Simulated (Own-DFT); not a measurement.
Hf16O31 (monoclinic hafnia with two neutral oxygen vacancies, atoms displaced) (calculated)

Computed with Own-DFT development build. A calculation, not a measurement: plane-wave PBE and HSE06 DFT by an unreviewed code, no spin, of a simulated cell at Gamma alone, so results move with cell size and shape, stress positive in tension, energies less offsets, not probed for a lower state with spin; hafnium file: forces about 75 meV/angstrom off all-electron values; oxygen file: force components 24 meV/angstrom off all-electron in a glass; k mesh not checked against a denser one; forces and stress are PBE's, HSE06 gives the energy alone, and its difference from PBE has offsets of its own; offsets are fitted by least squares, one for each functional and potential file, so energies compare only between cells with the same atoms and settings and are not formation energies; the far tail of each file's local potential was reset to the Coulomb form; each entry is a single point on an unrelaxed cell, so the pressure reflects the starting lattice, mostly measured values, from which strain is counted, and rises with the displacements; printed positions are rounded, which can move forces by about a meV/angstrom; the program is a retired in-house code; no spin-orbit coupling.

Settings shared by all entries: first functional PBE; second functional HSE06; exact exchange share 0.25; screening 0.11 1/bohr; exchange divergence Gygi-Baldereschi; potential files PseudoDojo norm-conserving, scalar-relativistic, made for PBE, standard set; wave cutoff 48 hartree; occupations fixed; k mesh 1 x 1 x 1 centred on Gamma.

(1) 
```cif
# cell vector a (Å): 10.2340 0.0000 0.0000
# cell vector b (Å): 0.0000 10.3500 0.0000
# cell vector c (Å): -1.6955 0.0000 10.4453
data_Hf16O31
_symmetry_space_group_name_H-M 'P 1'
_symmetry_Int_Tables_number 1
_cell_length_a 10.2340
_cell_length_b 10.3500
_cell_length_c 10.5820
_cell_angle_alpha 90.000
_cell_angle_beta 99.220
_cell_angle_gamma 90.000
_cell_volume 1106.39
loop_
_atom_site_label
_atom_site_type_symbol
_atom_site_fract_x
_atom_site_fract_y
_atom_site_fract_z
_atom_site_occupancy
Hf1 Hf 0.14252 0.02088 0.10707 1
Hf2 Hf 0.36973 0.26772 0.14688 1
Hf3 Hf 0.35742 0.47662 0.39447 1
Hf4 Hf 0.14113 0.23224 0.34973 1
O1 O 0.02926 0.16973 0.17411 1
O2 O 0.04000 0.08182 0.42475 1
O3 O 0.22320 0.37388 0.24024 1
O4 O 0.27783 0.12712 0.00926 1
O5 O 0.27434 0.12039 0.26329 1
O6 O 0.23676 0.37085 0.49553 1
Hf5 Hf 0.14944 0.02363 0.60819 1
Hf6 Hf 0.35637 0.27247 0.64719 1
Hf7 Hf 0.36228 0.48684 0.89414 1
Hf8 Hf 0.14751 0.21962 0.85458 1
O7 O 0.03443 0.16055 0.67132 1
O8 O 0.46293 0.41738 0.58057 1
O9 O 0.47341 0.33163 0.83129 1
O10 O 0.03882 0.08519 0.91801 1
O11 O 0.22887 0.39098 0.74377 1
O12 O 0.27544 0.12407 0.51679 1
O13 O 0.27789 0.11982 0.76061 1
O14 O 0.22675 0.36782 0.00014 1
Hf9 Hf 0.14015 0.51343 0.09849 1
Hf10 Hf 0.36115 0.76581 0.15121 1
Hf11 Hf 0.36199 0.97926 0.39029 1
Hf12 Hf 0.13311 0.73139 0.35223 1
O15 O 0.03413 0.66007 0.17730 1
O16 O 0.46300 0.91574 0.07480 1
O17 O 0.47567 0.83635 0.32691 1
O18 O 0.03756 0.58177 0.42245 1
O19 O 0.23562 0.87198 0.24543 1
O20 O 0.27200 0.62736 0.01184 1
O21 O 0.27965 0.61353 0.26982 1
O22 O 0.21977 0.87353 0.49506 1
Hf13 Hf 0.13098 0.51609 0.60500 1
Hf14 Hf 0.36419 0.77365 0.64642 1
Hf15 Hf 0.36859 0.98010 0.89103 1
Hf16 Hf 0.13557 0.73751 0.85606 1
O23 O 0.03010 0.65790 0.67590 1
O24 O 0.46231 0.92491 0.57045 1
O25 O 0.46212 0.83447 0.81919 1
O26 O 0.03813 0.58017 0.92600 1
O27 O 0.22361 0.87310 0.74422 1
O28 O 0.27690 0.63108 0.51335 1
O29 O 0.28349 0.62023 0.76528 1
O30 O 0.22463 0.87899 0.98314 1
Hf17 Hf 0.64056 0.01130 0.10341 1
Hf18 Hf 0.85270 0.26546 0.14258 1
Hf19 Hf 0.86177 0.48003 0.39463 1
Hf20 Hf 0.64270 0.23220 0.35912 1
O31 O 0.53883 0.16712 0.17388 1
O32 O 0.95480 0.41245 0.06841 1
O33 O 0.95947 0.33522 0.32398 1
O34 O 0.52541 0.08965 0.41454 1
O35 O 0.71977 0.38312 0.23744 1
O36 O 0.77409 0.12944 0.00682 1
O37 O 0.77376 0.11937 0.25289 1
O38 O 0.72287 0.37182 0.49094 1
Hf21 Hf 0.64392 0.01720 0.59854 1
Hf22 Hf 0.86717 0.27778 0.64970 1
Hf23 Hf 0.85646 0.47786 0.89662 1
Hf24 Hf 0.63842 0.22861 0.84769 1
O39 O 0.53871 0.16275 0.66198 1
O40 O 0.96311 0.41555 0.57207 1
O41 O 0.96315 0.32941 0.82822 1
O42 O 0.54093 0.08638 0.92370 1
O43 O 0.72821 0.37843 0.74054 1
O44 O 0.78083 0.13249 0.51016 1
O45 O 0.78008 0.12179 0.74962 1
O46 O 0.72169 0.37482 0.98235 1
Hf25 Hf 0.63699 0.52510 0.10715 1
Hf26 Hf 0.86846 0.77162 0.14952 1
Hf27 Hf 0.85684 0.97581 0.40515 1
Hf28 Hf 0.63555 0.72786 0.35435 1
O47 O 0.53054 0.67145 0.18047 1
O48 O 0.96804 0.91396 0.07802 1
O49 O 0.96429 0.82926 0.33111 1
O50 O 0.54880 0.58480 0.42903 1
O51 O 0.72234 0.88100 0.23578 1
O52 O 0.77426 0.62506 0.01815 1
O53 O 0.78331 0.62592 0.25822 1
O54 O 0.72431 0.86353 0.48344 1
Hf29 Hf 0.64130 0.52139 0.60293 1
Hf30 Hf 0.86359 0.77655 0.65518 1
Hf31 Hf 0.85262 0.98439 0.89454 1
Hf32 Hf 0.63701 0.72538 0.85336 1
O55 O 0.54427 0.66429 0.67391 1
O56 O 0.96131 0.92738 0.57356 1
O57 O 0.96212 0.83790 0.82601 1
O58 O 0.54647 0.57376 0.93036 1
O59 O 0.72517 0.87983 0.74294 1
O60 O 0.77627 0.63264 0.50549 1
O61 O 0.78173 0.61984 0.75918 1
O62 O 0.72222 0.86733 0.99268 1
_calc_PBE_energy_of_cell_above_offsets '-88.698'  # eV
_calc_HSE06_less_PBE_above_offsets '0.630'  # eV
_calc_PBE_pressure 4.18  # GPa
_calc_PBE_stress_xx -3.3  # GPa
_calc_PBE_stress_yy -4.17  # GPa
_calc_PBE_stress_zz -5.06  # GPa
_calc_PBE_stress_yz 0.47  # GPa
_calc_PBE_stress_xz -0.07  # GPa
_calc_PBE_stress_xy 0.32  # GPa
```

Force:
```csv
element,x (eV/Å),y (eV/Å),z (eV/Å)
Hf,-1.043,0.413,-0.849
Hf,-0.118,0.76,0.149
Hf,1.86,-0.101,0.615
Hf,-1.855,-0.779,0.92
O,1.159,-1.036,-0.541
O,-0.107,0.384,-0.559
O,0.497,0.069,0.403
O,0.26,-0.129,0.266
O,0.008,-0.081,-0.806
O,-1.792,-0.444,-0.777
Hf,-2.2,-0.931,-1.565
Hf,2.404,0.206,-0.379
Hf,0.369,-1.345,0.881
Hf,-2.178,1.85,0.439
O,0.542,0.891,0.65
O,0.748,0.217,-0.056
O,-1.617,0.605,-0.237
O,-0.895,-0.91,0.821
O,-0.286,-1.925,0.036
O,0.86,1.158,-0.544
O,0.642,0.144,0.151
O,1,-0.312,-1.395
Hf,-1.379,0.016,0.753
Hf,0.447,0.357,-0.726
Hf,0.156,-0.296,1.501
Hf,0.705,-1.05,1.41
O,0.662,0.122,-0.371
O,-0.121,-0.292,-0.002
O,-1.582,0.875,0.09
O,-0.084,-0.29,0.176
O,-1.201,0.747,-0.823
O,0.574,0.72,0.126
O,-0.258,1.188,-1.378
O,0.506,-0.402,-0.506
Hf,1.296,1.804,-0.267
Hf,-0.434,-0.881,-1.551
Hf,-0.27,-0.178,1.514
Hf,0.19,-1.695,0.08
O,0.093,0.948,0.391
O,0.213,-1.161,0.881
O,1.357,-0.353,0.974
O,-0.187,0.617,-0.519
O,0.204,0.725,-0.741
O,-0.152,-0.056,0.228
O,-0.444,1.445,-0.322
O,-0.326,-0.531,0.931
Hf,-0.706,1.46,0.559
Hf,0.705,1.322,0.414
Hf,-0.258,0.723,-0.844
Hf,-0.61,-0.237,-1.315
O,-0.427,0.4,-0.26
O,1.294,0.093,1.177
O,0.677,-0.305,0.214
O,1.399,0.216,0.395
O,-0.061,-0.462,0.25
O,0.424,-0.622,-0.515
O,-0.059,0.021,0.991
O,0.147,0.071,-0.132
Hf,-1.301,1.296,-0.077
Hf,-0.199,-1.532,-0.011
Hf,1.17,-0.196,0.077
Hf,0.23,0.463,-0.061
O,-0.579,0.581,0.794
O,0.483,0.058,0.252
O,0.933,0.121,-0.055
O,-0.847,-0.894,-0.527
O,-0.364,0.212,-0.427
O,-0.705,-0.607,-0.56
O,-0.328,-0.815,1.154
O,-0.912,-0.926,0.719
Hf,0.196,-0.814,1.163
Hf,-0.87,-0.788,-0.17
Hf,2.026,1.471,-2.127
Hf,1.806,-0.424,-0.102
O,0.905,-1.565,-1.291
O,0.579,0.796,-0.394
O,-0.373,0.663,-0.048
O,-2.504,-1.323,-0.81
O,0.454,-0.656,0.709
O,0.523,0.86,-1.016
O,-0.893,-0.421,0.437
O,-0.42,1.404,1.653
Hf,0.174,-0.542,-0.077
Hf,0.686,-1.347,-2.264
Hf,1.426,0.219,0.408
Hf,0.456,-0.311,0.41
O,-1.28,1.084,0.353
O,-0.203,-1.615,1.749
O,0.371,0.161,0.669
O,-1.422,0.802,-1.469
O,-0.592,0.182,-0.178
O,0.763,-0.288,1.216
O,-0.495,0.692,0.41
O,0.358,0.232,-0.907
```

(2) 
```cif
# cell vector a (Å): 10.2340 0.0000 0.0000
# cell vector b (Å): 0.0000 10.3500 0.0000
# cell vector c (Å): -1.6955 0.0000 10.4453
data_Hf16O31
_symmetry_space_group_name_H-M 'P 1'
_symmetry_Int_Tables_number 1
_cell_length_a 10.2340
_cell_length_b 10.3500
_cell_length_c 10.5820
_cell_angle_alpha 90.000
_cell_angle_beta 99.220
_cell_angle_gamma 90.000
_cell_volume 1106.39
loop_
_atom_site_label
_atom_site_type_symbol
_atom_site_fract_x
_atom_site_fract_y
_atom_site_fract_z
_atom_site_occupancy
Hf1 Hf 0.14113 0.01553 0.10557 1
Hf2 Hf 0.35703 0.26414 0.14380 1
Hf3 Hf 0.36875 0.48354 0.39376 1
Hf4 Hf 0.14145 0.22002 0.36021 1
O1 O 0.03874 0.15542 0.16539 1
O2 O 0.46472 0.41782 0.08523 1
O3 O 0.46347 0.33210 0.33086 1
O4 O 0.04876 0.08328 0.42856 1
O5 O 0.21722 0.38098 0.23640 1
O6 O 0.27671 0.12737 0.00607 1
O7 O 0.27875 0.11883 0.25121 1
O8 O 0.22060 0.36970 0.48977 1
Hf5 Hf 0.13030 0.01413 0.60243 1
Hf6 Hf 0.36471 0.27293 0.64429 1
Hf7 Hf 0.36948 0.48186 0.89458 1
Hf8 Hf 0.13056 0.23335 0.85820 1
O9 O 0.03336 0.16441 0.66806 1
O10 O 0.46075 0.41557 0.57854 1
O11 O 0.46220 0.33534 0.82399 1
O12 O 0.02787 0.08962 0.91832 1
O13 O 0.22130 0.37479 0.74403 1
O14 O 0.26808 0.13220 0.50986 1
O15 O 0.27529 0.11335 0.75127 1
O16 O 0.22758 0.37863 0.99663 1
Hf9 Hf 0.14060 0.51540 0.09836 1
Hf10 Hf 0.36126 0.77235 0.14839 1
Hf11 Hf 0.36854 0.97927 0.39979 1
Hf12 Hf 0.13794 0.72603 0.35002 1
O17 O 0.03618 0.66362 0.16836 1
O18 O 0.45888 0.91208 0.07828 1
O19 O 0.03798 0.57785 0.42073 1
O20 O 0.22244 0.87704 0.23905 1
O21 O 0.27681 0.62917 0.00728 1
O22 O 0.26896 0.62521 0.24877 1
O23 O 0.23068 0.87237 0.48877 1
Hf13 Hf 0.13166 0.51936 0.60997 1
Hf14 Hf 0.36599 0.76586 0.63661 1
Hf15 Hf 0.36138 0.97605 0.89879 1
Hf16 Hf 0.13792 0.72490 0.85460 1
O24 O 0.03987 0.66574 0.66771 1
O25 O 0.46017 0.83635 0.82113 1
O26 O 0.04009 0.58378 0.92635 1
O27 O 0.22516 0.88112 0.74252 1
O28 O 0.26811 0.62552 0.51214 1
O29 O 0.27488 0.61812 0.75862 1
O30 O 0.22654 0.87858 0.98796 1
Hf17 Hf 0.64531 0.01205 0.10557 1
Hf18 Hf 0.86107 0.26812 0.15447 1
Hf19 Hf 0.86430 0.47720 0.39226 1
Hf20 Hf 0.63370 0.21902 0.35149 1
O31 O 0.54113 0.16087 0.17483 1
O32 O 0.95477 0.41322 0.07871 1
O33 O 0.96638 0.32704 0.32507 1
O34 O 0.53423 0.07697 0.42465 1
O35 O 0.72067 0.37067 0.24225 1
O36 O 0.77269 0.13410 0.00204 1
O37 O 0.78096 0.12330 0.26352 1
O38 O 0.72606 0.36774 0.48563 1
Hf21 Hf 0.63072 0.02997 0.60409 1
Hf22 Hf 0.85194 0.27202 0.63409 1
Hf23 Hf 0.86541 0.47633 0.89923 1
Hf24 Hf 0.62720 0.22752 0.85269 1
O39 O 0.54173 0.16973 0.67895 1
O40 O 0.96716 0.41446 0.58172 1
O41 O 0.96778 0.33253 0.82472 1
O42 O 0.53744 0.08135 0.91985 1
O43 O 0.72722 0.38467 0.73876 1
O44 O 0.78136 0.12735 0.51338 1
O45 O 0.78511 0.11993 0.76046 1
O46 O 0.72952 0.37654 0.99645 1
Hf25 Hf 0.63752 0.51947 0.10841 1
Hf26 Hf 0.85381 0.77694 0.14787 1
Hf27 Hf 0.85560 0.97535 0.38331 1
Hf28 Hf 0.64654 0.73823 0.35087 1
O47 O 0.53172 0.66623 0.17509 1
O48 O 0.96539 0.91154 0.07187 1
O49 O 0.96146 0.84791 0.32104 1
O50 O 0.54224 0.58865 0.42691 1
O51 O 0.71913 0.88328 0.22757 1
O52 O 0.77380 0.62870 0.01306 1
O53 O 0.77615 0.61874 0.25789 1
O54 O 0.71971 0.87140 0.48721 1
Hf29 Hf 0.64614 0.52672 0.60847 1
Hf30 Hf 0.86028 0.78299 0.65092 1
Hf31 Hf 0.86376 0.98417 0.89339 1
Hf32 Hf 0.63740 0.72897 0.85469 1
O55 O 0.53767 0.66040 0.67300 1
O56 O 0.96319 0.91726 0.57464 1
O57 O 0.96173 0.83815 0.82325 1
O58 O 0.53518 0.57578 0.92302 1
O59 O 0.72421 0.87116 0.73660 1
O60 O 0.77822 0.62161 0.51351 1
O61 O 0.76982 0.61672 0.76146 1
O62 O 0.72208 0.86978 0.98466 1
_calc_PBE_energy_of_cell_above_offsets '-87.299'  # eV
_calc_HSE06_less_PBE_above_offsets '0.688'  # eV
_calc_PBE_pressure 4.99  # GPa
_calc_PBE_stress_xx -4.95  # GPa
_calc_PBE_stress_yy -5.2  # GPa
_calc_PBE_stress_zz -4.82  # GPa
_calc_PBE_stress_yz 0.17  # GPa
_calc_PBE_stress_xz -0.17  # GPa
_calc_PBE_stress_xy -0.21  # GPa
```

Force:
```csv
element,x (eV/Å),y (eV/Å),z (eV/Å)
Hf,-0.121,0.248,-1.111
Hf,0.225,1.36,0.197
Hf,-1.022,-0.587,0.473
Hf,0.835,2.408,-1.422
O,-1.304,1.202,1.126
O,0.083,-0.366,-0.316
O,0.285,-0.666,-0.205
O,-3.315,-1.73,-1.619
O,0.966,-0.7,0.534
O,-0.151,0.578,0.422
O,0.264,-0.205,1.358
O,0.554,0.052,-0.232
Hf,2.047,1.817,2.136
Hf,-3.031,-0.364,-0.14
Hf,-2.249,-0.384,0.393
Hf,1.731,-0.786,-1.947
O,-0.479,0.395,0.317
O,1.235,0.999,-0.514
O,0.49,-0.406,0.39
O,0.407,-0.778,0.769
O,0.477,0.311,-0.297
O,2.317,-0.716,0.004
O,0.223,0.672,1.161
O,0.113,-1.519,-1.107
Hf,-0.681,0.608,1.503
Hf,-0.474,-0.992,-0.519
Hf,-2.472,-0.871,-0.693
Hf,0.014,-0.567,-0.174
O,-1.448,1.156,0.814
O,2.092,1.057,0.426
O,-0.622,0.561,-0.527
O,0.636,0.111,0.651
O,0.345,0.6,0.036
O,0.705,-0.596,1.785
O,0.461,-0.475,-0.125
Hf,1.76,-1.248,-0.761
Hf,-0.767,0.937,0.913
Hf,-0.591,1.127,-2.239
Hf,0.914,1.146,-0.626
O,-1.707,1.616,1.106
O,1.458,-1.147,-0.236
O,-1.19,-0.338,-0.976
O,-0.22,-1.433,-0.534
O,0.994,0.412,-0.695
O,0.385,0.229,0.421
O,-1.042,-1.442,0.065
Hf,-2.248,3.551,-3.545
Hf,0.831,0.25,-2.243
Hf,0.063,-0.377,0.838
Hf,0.411,2.594,0.296
O,-0.513,-0.255,-0.348
O,1.912,0.639,0.175
O,-0.149,0.284,0.788
O,0.513,0.395,0.198
O,0.053,0.749,-0.009
O,-0.134,-0.788,1.505
O,-0.228,-1.34,-0.259
O,-0.441,-0.073,-0.134
Hf,1.644,-2.244,0.814
Hf,1.874,-0.207,2.45
Hf,-0.681,-0.362,-0.252
Hf,2.543,0.977,1.87
O,-0.705,-0.144,-1.533
O,-0.904,-0.045,-0.917
O,-1.162,1.121,0.252
O,-0.567,-0.608,0.559
O,-0.235,-1.057,0.082
O,-1.284,-0.895,-1.397
O,-1.263,0.261,-0.646
O,-1.281,-0.662,-0.845
Hf,0.165,-0.82,-0.487
Hf,3.32,-2.577,-2.722
Hf,0.897,2.328,3.715
Hf,-2.489,-2.67,1.154
O,0.328,0.656,0.401
O,-0.458,-0.142,0.416
O,1.169,-1.893,-0.334
O,-0.579,0.416,-0.909
O,0.027,-1.575,2.695
O,-0.022,0.817,-0.077
O,-0.019,0.69,0.499
O,0.583,0.472,-0.714
Hf,-0.372,-1.502,-0.839
Hf,0.983,-2.434,-1.241
Hf,-0.227,0.312,0.248
Hf,-0.278,-0.648,-0.142
O,-1.286,1.324,0.196
O,-1.267,-0.741,-0.832
O,0.985,-0.668,0.235
O,1.246,1.403,-0.044
O,-1.411,1.444,-0.036
O,0.827,1.301,-0.285
O,0.881,1.045,0.698
O,-0.183,0.41,0.73
```

(3) 
```cif
# cell vector a (Å): 10.2340 0.0000 0.0000
# cell vector b (Å): 0.0000 10.3500 0.0000
# cell vector c (Å): -1.6955 0.0000 10.4453
data_Hf16O31
_symmetry_space_group_name_H-M 'P 1'
_symmetry_Int_Tables_number 1
_cell_length_a 10.2340
_cell_length_b 10.3500
_cell_length_c 10.5820
_cell_angle_alpha 90.000
_cell_angle_beta 99.220
_cell_angle_gamma 90.000
_cell_volume 1106.39
loop_
_atom_site_label
_atom_site_type_symbol
_atom_site_fract_x
_atom_site_fract_y
_atom_site_fract_z
_atom_site_occupancy
Hf1 Hf 0.12871 0.02707 0.10928 1
Hf2 Hf 0.35715 0.27190 0.14853 1
Hf3 Hf 0.35913 0.48108 0.39079 1
Hf4 Hf 0.13762 0.23113 0.35250 1
O1 O 0.03404 0.16030 0.17802 1
O2 O 0.46788 0.41643 0.07495 1
O3 O 0.46212 0.32663 0.33074 1
O4 O 0.04510 0.09544 0.42276 1
O5 O 0.22762 0.38082 0.25010 1
O6 O 0.26461 0.13342 0.01011 1
O7 O 0.28003 0.12543 0.26935 1
O8 O 0.23260 0.38120 0.48869 1
Hf5 Hf 0.13760 0.02470 0.60941 1
Hf6 Hf 0.36464 0.27203 0.64575 1
Hf7 Hf 0.36469 0.47579 0.89441 1
Hf8 Hf 0.14020 0.22918 0.85337 1
O9 O 0.03713 0.16444 0.67935 1
O10 O 0.46535 0.41803 0.57682 1
O11 O 0.47021 0.33293 0.82842 1
O12 O 0.03927 0.08201 0.92582 1
O13 O 0.23258 0.37474 0.74113 1
O14 O 0.27924 0.12149 0.50727 1
O15 O 0.28470 0.12938 0.76876 1
O16 O 0.22350 0.36668 0.99421 1
Hf9 Hf 0.14105 0.52113 0.10542 1
Hf10 Hf 0.35982 0.77389 0.14730 1
Hf11 Hf 0.36270 0.98127 0.39407 1
Hf12 Hf 0.14130 0.72507 0.35384 1
O17 O 0.03335 0.66797 0.16663 1
O18 O 0.46452 0.91602 0.07537 1
O19 O 0.47034 0.83132 0.33029 1
O20 O 0.04421 0.57692 0.42130 1
O21 O 0.21983 0.87500 0.23847 1
O22 O 0.27496 0.63189 0.01293 1
O23 O 0.27786 0.62776 0.26652 1
O24 O 0.22264 0.86992 0.49282 1
Hf13 Hf 0.14028 0.51868 0.60540 1
Hf14 Hf 0.36474 0.76797 0.63092 1
Hf15 Hf 0.36612 0.98314 0.89459 1
Hf16 Hf 0.13293 0.73414 0.85982 1
O25 O 0.03369 0.66271 0.66824 1
O26 O 0.46718 0.92117 0.58458 1
O27 O 0.46454 0.83214 0.82870 1
O28 O 0.04131 0.58149 0.93272 1
O29 O 0.22534 0.87657 0.73853 1
O30 O 0.27995 0.62854 0.51367 1
O31 O 0.27735 0.61880 0.75658 1
O32 O 0.22794 0.86513 0.98941 1
Hf17 Hf 0.63766 0.02500 0.10341 1
Hf18 Hf 0.85980 0.26755 0.14515 1
Hf19 Hf 0.86022 0.48299 0.39622 1
Hf20 Hf 0.64261 0.23435 0.35137 1
O33 O 0.53656 0.16916 0.17245 1
O34 O 0.96360 0.41217 0.07663 1
O35 O 0.96735 0.33367 0.32415 1
O36 O 0.53775 0.09165 0.43205 1
O37 O 0.70879 0.38506 0.23479 1
O38 O 0.77074 0.12736 0.01668 1
O39 O 0.77906 0.11176 0.26754 1
O40 O 0.73551 0.36443 0.49124 1
Hf21 Hf 0.63967 0.01328 0.59908 1
Hf22 Hf 0.86481 0.26914 0.64172 1
Hf23 Hf 0.86526 0.47296 0.90038 1
Hf24 Hf 0.63062 0.23056 0.84804 1
O41 O 0.54173 0.16368 0.66854 1
O42 O 0.95651 0.41201 0.58090 1
O43 O 0.96317 0.34204 0.82336 1
O44 O 0.54324 0.08436 0.92062 1
O45 O 0.72014 0.37439 0.74205 1
O46 O 0.78259 0.13028 0.50710 1
O47 O 0.78060 0.12773 0.76105 1
O48 O 0.72871 0.37002 0.99387 1
Hf25 Hf 0.63816 0.52211 0.09602 1
Hf26 Hf 0.86667 0.76723 0.14260 1
Hf27 Hf 0.86176 0.98193 0.38966 1
Hf28 Hf 0.63253 0.72749 0.35044 1
O49 O 0.53216 0.67307 0.18164 1
O50 O 0.95954 0.91572 0.07702 1
O51 O 0.96512 0.83799 0.31875 1
O52 O 0.53968 0.58420 0.42169 1
O53 O 0.72735 0.87709 0.23337 1
O54 O 0.77188 0.62513 0.25873 1
O55 O 0.72531 0.87324 0.49241 1
Hf29 Hf 0.63193 0.51264 0.59998 1
Hf30 Hf 0.85737 0.77973 0.64100 1
Hf31 Hf 0.86190 0.97747 0.90066 1
Hf32 Hf 0.63617 0.72491 0.85870 1
O56 O 0.53764 0.66943 0.68157 1
O57 O 0.96198 0.91471 0.57393 1
O58 O 0.96761 0.84172 0.82487 1
O59 O 0.53524 0.58578 0.92123 1
O60 O 0.72594 0.89125 0.73697 1
O61 O 0.78245 0.63197 0.51757 1
O62 O 0.78294 0.62226 0.76849 1
_calc_PBE_energy_of_cell_above_offsets '-88.525'  # eV
_calc_HSE06_less_PBE_above_offsets '0.617'  # eV
_calc_PBE_pressure 5.11  # GPa
_calc_PBE_stress_xx -5.11  # GPa
_calc_PBE_stress_yy -5.24  # GPa
_calc_PBE_stress_zz -4.99  # GPa
_calc_PBE_stress_yz 0.56  # GPa
_calc_PBE_stress_xz -0.27  # GPa
_calc_PBE_stress_xy -0.31  # GPa
```

Force:
```csv
element,x (eV/Å),y (eV/Å),z (eV/Å)
Hf,1.805,-2.212,-1.408
Hf,1.302,-0.248,-0.183
Hf,1.1,-0.259,0.872
Hf,0.948,0.834,1.238
O,-1.089,1.398,0.051
O,-0.954,-0.442,-0.034
O,0.1,0.876,0.069
O,-2.176,-2.165,0.88
O,-0.163,0.466,-1.811
O,1.167,-0.511,0.949
O,-0.105,-0.294,-1.441
O,-0.952,-1.604,0.438
Hf,0.471,-1.54,-0.762
Hf,0.7,-1.303,-0.87
Hf,-0.68,1.21,0.281
Hf,-0.884,0.184,0.833
O,0.31,-0.083,-0.353
O,-0.24,-0.246,-0.025
O,-1.207,0.84,-0.485
O,-0.701,0.258,0.062
O,-0.69,0.286,-0.139
O,-0.132,1.317,1.555
O,-0.234,-0.425,-0.868
O,0.062,0.993,-0.086
Hf,-0.344,0.205,-0.294
Hf,0.322,0.128,-0.891
Hf,0.423,0.123,1.037
Hf,-1.357,1.611,0.463
O,1.107,-0.932,0.648
O,0.381,0.64,0.179
O,-1.753,1.625,0.356
O,-0.878,-0.188,-0.307
O,0.377,0.926,0.215
O,0.4,-0.935,0.339
O,0.112,-0.813,-0.656
O,0.375,-0.073,-1.18
Hf,-0.889,0.861,0.836
Hf,-0.663,0.928,3.774
Hf,-0.074,-1.995,0.065
Hf,1.077,-0.79,-1.648
O,-0.065,0.402,0.446
O,-0.578,-0.455,-1.137
O,-0.051,0.552,0.167
O,-0.692,0.173,-0.764
O,-0.063,0.89,-0.205
O,0.014,-0.598,-1.211
O,-0.15,-0.332,0.613
O,-0.259,1.19,0.127
Hf,-0.386,-1.481,0.681
Hf,-0.312,0.986,0.262
Hf,0.461,0.158,0.145
Hf,-0.901,-1.053,0.821
O,-0.268,0.016,-0.193
O,0.764,-0.221,0.838
O,-1.294,0.771,-0.047
O,-0.545,-0.455,-1.771
O,1.549,-1.092,0.957
O,1.166,0.165,-0.124
O,-0.491,2.424,-1.873
O,-1.55,1.15,-0.861
Hf,0.593,2.243,0.849
Hf,-1.949,-1.24,1.593
Hf,-0.62,1.52,-1.325
Hf,3.124,-0.774,-0.018
O,-1.526,1.2,0.52
O,2.814,2.033,-0.984
O,1.531,-1.228,0.135
O,-1.497,-1.028,0.252
O,0.062,0.905,-0.862
O,-0.005,-0.421,-0.124
O,0.052,-0.538,0.607
O,-0.503,0.095,-0.25
Hf,-0.076,1.053,1.48
Hf,-1.926,0.159,-0.018
Hf,0.716,-1.548,1.447
Hf,2.109,0.688,0.62
O,0.233,-1.554,-1.918
O,0.67,0.653,0.019
O,0.874,-0.272,0.958
O,-0.88,-1.153,0.484
O,-0.469,0.422,-0.183
O,0.816,-0.93,-0.149
O,-0.154,-0.143,-1.396
Hf,1.8,1.7,1.792
Hf,0.449,-1.808,1.553
Hf,-0.626,0.566,-1.816
Hf,1.109,1.491,-0.654
O,0.664,-1.348,-1.904
O,1.542,1.337,-0.341
O,-0.069,-0.302,0.122
O,-0.694,-1.033,0.329
O,0.159,-1.629,1.329
O,-0.476,-0.928,-1.165
O,-0.577,-0.032,0.446
```
